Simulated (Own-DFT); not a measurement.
Simulation results for Al3GaN4 (wurtzite random alloy, strained, atoms displaced), Si3Ge (diamond-structure random alloy, atoms displaced), In3GaAs4 (zincblende random alloy, strained, atoms displaced)

Computed with Own-DFT development build. A calculation, not a measurement: plane-wave PBE density functional theory by an unreviewed code, no spin, of a simulated periodic cell, stress positive in tension, free energy of the whole cell less one offset for each atom, forces on such cells passed a denser k mesh, this cell's mesh not checked; offsets are fitted by least squares, one for each functional and potential file, so energies compare only between cells with the same atoms and settings and are not formation energies; the far tail of each file's local potential was reset to the Coulomb form; each entry is a single point on an unrelaxed cell, so the pressure reflects the starting lattice, mostly measured values, from which strain is counted, and rises with the displacements; printed positions are rounded, which can move forces by about a meV/angstrom; the program is a retired in-house code; no spin-orbit coupling.

Common to all runs: functional PBE.

(1) 
```cif
# cell vector a (Å): 9.2059 0.0000 0.0000
# cell vector b (Å): -4.6029 7.9725 0.0000
# cell vector c (Å): 0.0000 0.0000 10.0655
data_Al3GaN4
_symmetry_space_group_name_H-M 'P 1'
_symmetry_Int_Tables_number 1
_cell_length_a 9.2059
_cell_length_b 9.2058
_cell_length_c 10.0655
_cell_angle_alpha 90.000
_cell_angle_beta 90.000
_cell_angle_gamma 120.000
_cell_volume 738.75
loop_
_atom_site_label
_atom_site_type_symbol
_atom_site_fract_x
_atom_site_fract_y
_atom_site_fract_z
_atom_site_occupancy
Al1 Al 0.10773 0.22381 0.00650 1
Al2 Al 0.22139 0.10950 0.25243 1
N1 N 0.10040 0.21479 0.19619 1
N2 N 0.22275 0.10721 0.43262 1
Al3 Al 0.10628 0.23099 0.50776 1
Al4 Al 0.21377 0.10504 0.74479 1
N3 N 0.11341 0.23279 0.68786 1
N4 N 0.22657 0.11222 0.94376 1
Al5 Al 0.12222 0.56824 0.00018 1
Al6 Al 0.22959 0.44839 0.24603 1
N5 N 0.11978 0.57008 0.18728 1
N6 N 0.21978 0.43806 0.44507 1
Al7 Al 0.11620 0.55775 0.50082 1
Al8 Al 0.21440 0.43965 0.74031 1
N7 N 0.10539 0.54966 0.68339 1
N8 N 0.22096 0.44223 0.93036 1
Ga1 Ga 0.10918 0.88533 0.99510 1
Al9 Al 0.21709 0.78119 0.25231 1
N9 N 0.11032 0.88622 0.19440 1
N10 N 0.21991 0.78007 0.44161 1
Al10 Al 0.12426 0.88768 0.50097 1
Al11 Al 0.20974 0.77197 0.75303 1
N11 N 0.10414 0.88448 0.68963 1
N12 N 0.22979 0.76941 0.93237 1
Ga2 Ga 0.44240 0.21919 0.99973 1
Al12 Al 0.55001 0.10971 0.24732 1
N13 N 0.44503 0.22324 0.19052 1
N14 N 0.55160 0.10060 0.44226 1
Ga3 Ga 0.44225 0.22772 0.49101 1
Al13 Al 0.56475 0.12682 0.75072 1
N15 N 0.44662 0.22839 0.69194 1
N16 N 0.55904 0.11160 0.94391 1
Al14 Al 0.43674 0.54968 0.00387 1
Al15 Al 0.55632 0.44764 0.25545 1
N17 N 0.45056 0.56474 0.18823 1
N18 N 0.55905 0.44971 0.43995 1
Ga4 Ga 0.45383 0.56391 0.50152 1
Ga5 Ga 0.56300 0.45435 0.74349 1
N19 N 0.44696 0.55553 0.69920 1
N20 N 0.55454 0.44714 0.94620 1
Ga6 Ga 0.44129 0.90465 0.99704 1
Al16 Al 0.55844 0.78783 0.25121 1
N21 N 0.44882 0.88852 0.18615 1
N22 N 0.55672 0.78825 0.43779 1
Al17 Al 0.44921 0.88296 0.49840 1
Al18 Al 0.55732 0.78255 0.75601 1
N23 N 0.43717 0.88891 0.68831 1
N24 N 0.55503 0.78267 0.94532 1
Al19 Al 0.77034 0.22313 0.99859 1
Ga7 Ga 0.90102 0.12133 0.24527 1
N25 N 0.77719 0.23310 0.19290 1
N26 N 0.88762 0.10169 0.44133 1
Ga8 Ga 0.77611 0.23187 0.49575 1
Al20 Al 0.89143 0.11574 0.74300 1
N27 N 0.77727 0.21742 0.68868 1
N28 N 0.90157 0.11091 0.94546 1
Ga9 Ga 0.78355 0.55187 0.00785 1
Al21 Al 0.89093 0.44085 0.25060 1
N29 N 0.77060 0.55399 0.17844 1
N30 N 0.89098 0.44780 0.43818 1
Al22 Al 0.77984 0.55339 0.50099 1
Al23 Al 0.89172 0.44548 0.75621 1
N31 N 0.78049 0.55893 0.69596 1
N32 N 0.88645 0.43696 0.93445 1
Al24 Al 0.78175 0.89072 0.00080 1
Al25 Al 0.89325 0.77902 0.24975 1
N33 N 0.77236 0.88911 0.19671 1
N34 N 0.88941 0.77278 0.44223 1
Al26 Al 0.78516 0.89391 0.50284 1
Al27 Al 0.88033 0.78542 0.75419 1
N35 N 0.76860 0.88228 0.69422 1
N36 N 0.88892 0.78765 0.94160 1
_calc_potential_files 'PseudoDojo norm-conserving, scalar-relativistic, standard set with the stringent files for Ga'
_calc_wave_cutoff 96  # hartree
_calc_occupations 'Gaussian'
_calc_smearing_width 0.01  # eV
_calc_k_mesh '4 x 4 x 3 centred on Gamma'
_calc_free_energy_of_cell_above_offsets '-19.889'  # eV
_calc_pressure 15.98  # GPa
_calc_stress_xx -18.61  # GPa
_calc_stress_yy -19.66  # GPa
_calc_stress_zz -9.68  # GPa
_calc_stress_yz 1.09  # GPa
_calc_stress_xz 0.49  # GPa
_calc_stress_xy -1.14  # GPa
```

Force:
```
element  x (eV/Å)  y (eV/Å)  z (eV/Å)
     Al     1.802     0.693    -0.613
     Al    -0.015     0.068    -0.798
      N     5.994     4.229      -2.5
      N    -1.875     0.019     1.518
     Al     1.141    -2.533    -1.742
     Al     1.063     1.482     1.035
      N     0.462    -3.271    -0.094
      N    -2.152    -0.335    -1.638
     Al     0.038    -3.374     0.109
     Al    -0.713     0.004     0.927
      N     -0.04    -2.239     0.177
      N    -0.265     1.803    -1.751
     Al    -0.576     0.047    -0.534
     Al     1.297     2.688     2.044
      N    -0.236     0.734     0.726
      N    -0.572    -0.007     1.458
     Ga     0.646     0.321     0.965
     Al     2.064     0.479     0.495
      N    -0.361     0.898    -0.882
      N     2.594    -1.476    -1.046
     Al    -3.329     0.885     0.528
     Al     1.689     0.418    -1.715
      N    -0.431     0.358     0.052
      N     -2.61     1.177    -0.214
     Ga     0.247     1.898     0.355
     Al     0.947    -0.136     1.005
      N    -0.806     0.162     1.203
      N    -0.692     0.997    -1.655
     Ga     1.053    -1.418     1.747
     Al    -0.992    -2.406    -0.354
      N    -0.615    -1.431    -0.543
      N    -0.087     2.623     -2.66
     Al      0.65     1.479    -1.225
     Al    -0.003     0.111    -1.655
      N    -0.307    -1.098     1.063
      N      1.16      0.58    -0.815
     Ga    -1.107      0.14     0.974
     Ga    -0.306     -1.63     2.796
      N    -2.568     1.512    -1.603
      N     0.113     0.184    -0.868
     Ga     2.305    -3.501     1.218
     Al     0.235    -0.943    -0.161
      N     -2.28      0.72      1.14
      N     2.512    -1.141    -0.527
     Al    -2.742     1.247     1.885
     Al    -2.039    -0.655     0.634
      N     0.435     0.234     0.523
      N     0.791    -0.553    -0.606
     Al     2.795    -0.172     1.163
     Ga    -5.497    -3.433     2.467
      N    -0.064    -1.734    -1.335
      N    -0.036     2.455     0.373
     Ga     0.972    -2.424     0.557
     Al     0.138    -1.074     1.747
      N    -0.178     1.644     0.628
      N    -3.042     -0.01    -1.581
     Ga    -1.426     0.481     -4.06
     Al    -0.673     2.473    -0.206
      N     1.272     0.446     6.042
      N     0.499     1.379    -0.787
     Al    -0.062     0.983     0.906
     Al    -0.572    -0.349    -1.662
      N     2.083     0.922    -1.535
      N     1.385     1.088     1.118
     Al    -2.026     0.014     1.356
     Al    -1.655    -0.577      0.55
      N     1.888    -0.003     -1.35
      N     0.206     0.676    -0.279
     Al    -0.328    -1.865    -0.129
     Al     1.952    -1.473     0.093
      N     0.261     2.204     -1.37
      N      0.59    -1.696    -1.081
```

(2) 
```cif
# cell vector a (Å): 0.0000 5.4878 5.4878
# cell vector b (Å): 5.4878 0.0000 5.4878
# cell vector c (Å): 5.4878 5.4878 0.0000
data_Si3Ge
_symmetry_space_group_name_H-M 'P 1'
_symmetry_Int_Tables_number 1
_cell_length_a 7.7609
_cell_length_b 7.7609
_cell_length_c 7.7609
_cell_angle_alpha 60.000
_cell_angle_beta 60.000
_cell_angle_gamma 60.000
_cell_volume 330.54
loop_
_atom_site_label
_atom_site_type_symbol
_atom_site_fract_x
_atom_site_fract_y
_atom_site_fract_z
_atom_site_occupancy
Si1 Si 0.00005 0.99908 0.99708 1
Ge1 Ge 0.51021 0.98734 0.00657 1
Si2 Si 0.00510 0.50086 0.99769 1
Ge2 Ge 0.00006 0.00531 0.49411 1
Si3 Si 0.13037 0.11690 0.13119 1
Si4 Si 0.62277 0.11955 0.12295 1
Si5 Si 0.12830 0.62511 0.12347 1
Si6 Si 0.13209 0.12158 0.62457 1
Ge3 Ge 0.49859 0.49868 0.49700 1
Si7 Si 0.00343 0.50165 0.49456 1
Ge4 Ge 0.49342 0.00552 0.49838 1
Si8 Si 0.50961 0.49604 0.99502 1
Si9 Si 0.62466 0.62050 0.63220 1
Si10 Si 0.12682 0.62131 0.62157 1
Si11 Si 0.62469 0.12334 0.62454 1
Si12 Si 0.61706 0.63514 0.11480 1
_calc_potential_files 'PseudoDojo norm-conserving, scalar-relativistic, standard set'
_calc_wave_cutoff 42  # hartree
_calc_occupations 'Fermi-Dirac'
_calc_smearing_width 0.1  # eV
_calc_k_mesh '5 x 5 x 5 centred on Gamma'
_calc_free_energy_of_cell_above_offsets '-1.138'  # eV
_calc_pressure 2.5  # GPa
_calc_stress_xx -2.64  # GPa
_calc_stress_yy -2.28  # GPa
_calc_stress_zz -2.58  # GPa
_calc_stress_yz 0.11  # GPa
_calc_stress_xz -0.07  # GPa
_calc_stress_xy -0.46  # GPa
```

Force:
```
element  x (eV/Å)  y (eV/Å)  z (eV/Å)
     Si      0.31     0.357     0.115
     Ge     0.357    -1.913     0.439
     Si    -0.115    -0.221    -0.564
     Ge     0.213      0.77    -0.651
     Si    -0.383    -1.421     0.601
     Si     0.514     0.716     1.249
     Si    -0.285    -0.047      0.21
     Si      1.01    -0.938    -0.436
     Ge     0.004     0.184     0.395
     Si     0.061     0.131    -0.526
     Ge    -0.741     0.959     0.197
     Si     0.314    -0.224    -0.814
     Si    -0.582    -0.397     0.592
     Si      0.57     -0.08    -0.244
     Si     0.142     0.079         0
     Si    -1.389     2.045    -0.564
```

(3) 
```cif
# cell vector a (Å): 11.7374 0.0000 0.0000
# cell vector b (Å): 0.0000 11.7374 0.0000
# cell vector c (Å): 0.0000 0.0000 12.1085
data_In3GaAs4
_symmetry_space_group_name_H-M 'P 1'
_symmetry_Int_Tables_number 1
_cell_length_a 11.7374
_cell_length_b 11.7374
_cell_length_c 12.1085
_cell_angle_alpha 90.000
_cell_angle_beta 90.000
_cell_angle_gamma 90.000
_cell_volume 1668.15
loop_
_atom_site_label
_atom_site_type_symbol
_atom_site_fract_x
_atom_site_fract_y
_atom_site_fract_z
_atom_site_occupancy
In1 In 0.00208 0.99727 0.99941 1
In2 In 0.00256 0.24983 0.24634 1
In3 In 0.25448 0.00221 0.24410 1
In4 In 0.24607 0.24395 0.99699 1
As1 As 0.12102 0.12479 0.12609 1
As2 As 0.12584 0.36926 0.37641 1
As3 As 0.38018 0.13343 0.37052 1
As4 As 0.37839 0.38251 0.12389 1
In5 In 0.00248 0.00283 0.50208 1
In6 In 0.00587 0.25478 0.75460 1
In7 In 0.25599 0.00246 0.75368 1
Ga1 Ga 0.25195 0.24603 0.50497 1
As5 As 0.12340 0.12718 0.62737 1
As6 As 0.12289 0.37080 0.87984 1
As7 As 0.38159 0.12147 0.87798 1
As8 As 0.37681 0.37369 0.62582 1
In8 In 0.00350 0.49754 0.99247 1
In9 In 0.00098 0.74467 0.25474 1
Ga2 Ga 0.24937 0.50257 0.24609 1
In10 In 0.25771 0.74889 0.00448 1
As9 As 0.12565 0.62228 0.12215 1
As10 As 0.12280 0.88231 0.36992 1
As11 As 0.37737 0.63014 0.37911 1
As12 As 0.37180 0.87951 0.12977 1
Ga3 Ga 0.00164 0.49632 0.50553 1
In11 In 0.00360 0.74789 0.75095 1
In12 In 0.25142 0.49983 0.74546 1
In13 In 0.25651 0.74848 0.50081 1
As13 As 0.12885 0.63208 0.62289 1
As14 As 0.12092 0.87088 0.88145 1
As15 As 0.37785 0.62220 0.87704 1
As16 As 0.37109 0.86948 0.63566 1
In14 In 0.50460 0.99957 0.00512 1
In15 In 0.49855 0.24617 0.25427 1
In16 In 0.74939 0.99623 0.25324 1
Ga4 Ga 0.75421 0.26115 0.00007 1
As17 As 0.62820 0.12454 0.12598 1
As18 As 0.62286 0.37693 0.37266 1
As19 As 0.87351 0.12759 0.36979 1
As20 As 0.87796 0.37371 0.13089 1
Ga5 Ga 0.50230 0.00232 0.50023 1
Ga6 Ga 0.49519 0.25523 0.75279 1
In17 In 0.74889 0.00141 0.75580 1
In18 In 0.74618 0.24937 0.49191 1
As21 As 0.62575 0.12237 0.63125 1
As22 As 0.62785 0.37742 0.87319 1
As23 As 0.87358 0.12353 0.87135 1
As24 As 0.87461 0.37945 0.63222 1
In19 In 0.50010 0.49856 0.99803 1
In20 In 0.49789 0.74680 0.25313 1
Ga7 Ga 0.74873 0.49756 0.25604 1
In21 In 0.75051 0.75195 0.00406 1
As25 As 0.62959 0.61987 0.12099 1
As26 As 0.62226 0.87384 0.37418 1
As27 As 0.87906 0.62121 0.37627 1
As28 As 0.88205 0.87165 0.12781 1
In22 In 0.49482 0.49441 0.50707 1
Ga8 Ga 0.49819 0.75786 0.75146 1
In23 In 0.75145 0.50507 0.74292 1
In24 In 0.75183 0.74781 0.49170 1
As29 As 0.62990 0.62443 0.62481 1
As30 As 0.62364 0.86531 0.87488 1
As31 As 0.87443 0.62234 0.88118 1
As32 As 0.87181 0.87259 0.62730 1
_calc_potential_files 'PseudoDojo norm-conserving, scalar-relativistic, standard set'
_calc_wave_cutoff 42  # hartree
_calc_occupations 'Fermi-Dirac'
_calc_smearing_width 0.1  # eV
_calc_k_mesh '3 x 3 x 3 centred on Gamma'
_calc_free_energy_of_cell_above_offsets '-24.387'  # eV
_calc_pressure 5.6  # GPa
_calc_stress_xx -6.02  # GPa
_calc_stress_yy -6.02  # GPa
_calc_stress_zz -4.75  # GPa
_calc_stress_yz -0.23  # GPa
_calc_stress_xz 0.21  # GPa
_calc_stress_xy 0.26  # GPa
```

Force:
```
element  x (eV/Å)  y (eV/Å)  z (eV/Å)
     In    -0.654     0.499     0.096
     In    -0.115    -0.062     0.675
     In    -0.714     0.801       1.1
     In     0.847     0.274     0.702
     As     0.485    -0.267    -0.381
     As     0.858     1.042     0.766
     As    -1.429    -1.627     2.617
     As    -1.214    -0.724     0.883
     In    -0.767    -0.167    -0.136
     In    -0.931     -0.47    -0.548
     In    -1.037     -0.13     0.288
     Ga    -0.099     0.123    -0.329
     As     1.157     0.359    -0.364
     As     1.276     0.569    -0.704
     As     0.392     1.091    -0.547
     As    -0.713    -1.843     0.441
     In    -0.602     0.118     1.224
     In     0.461     0.029    -0.391
     Ga     0.072    -0.124     0.409
     In    -0.418    -0.006    -0.291
     As      0.46    -0.394     0.795
     As     0.712      -0.5     0.584
     As    -0.617    -1.839    -0.759
     As     1.172    -0.847    -0.623
     Ga     0.121     0.041    -0.098
     In    -0.708    -0.007     0.192
     In    -0.436     0.091     0.618
     In    -0.766     1.096    -0.484
     As    -0.839    -1.417    -0.469
     As     1.182     0.068    -0.588
     As     0.291     0.953    -1.191
     As     1.507     0.545    -0.972
     In     0.199    -0.475    -0.219
     In     0.972     1.306    -1.724
     In     0.254    -0.016    -0.509
     Ga    -0.117    -0.698     0.015
     As     0.788     1.009    -0.532
     As     0.259     0.796    -0.276
     As     0.456    -0.338     0.498
     As    -1.344     0.887    -0.706
     Ga    -0.183      -0.1     0.304
     Ga     0.608    -0.487       0.1
     In    -0.243    -0.869    -0.289
     In     0.302     0.103     1.057
     As    -1.399     0.725     -0.66
     As     0.005    -1.088    -0.209
     As     0.071     1.144     1.419
     As     0.855    -0.624      -1.7
     In      0.55     0.019     -0.07
     In     0.537     0.023     -0.98
     Ga     0.221     0.183    -0.443
     In     0.409    -0.089     0.067
     As     0.113    -0.275     1.474
     As    -0.634     0.649     0.824
     As    -0.122    -1.653     0.117
     As    -0.551     0.263     0.108
     In     0.957      0.94    -0.808
     Ga     0.263    -1.122    -0.001
     In     0.005     0.054      1.33
     In    -0.092     0.192     0.623
     As    -1.632     1.296     -0.02
     As    -0.536     0.379    -0.315
     As     -0.13     0.419    -0.765
     As     0.225      0.17    -0.223
```
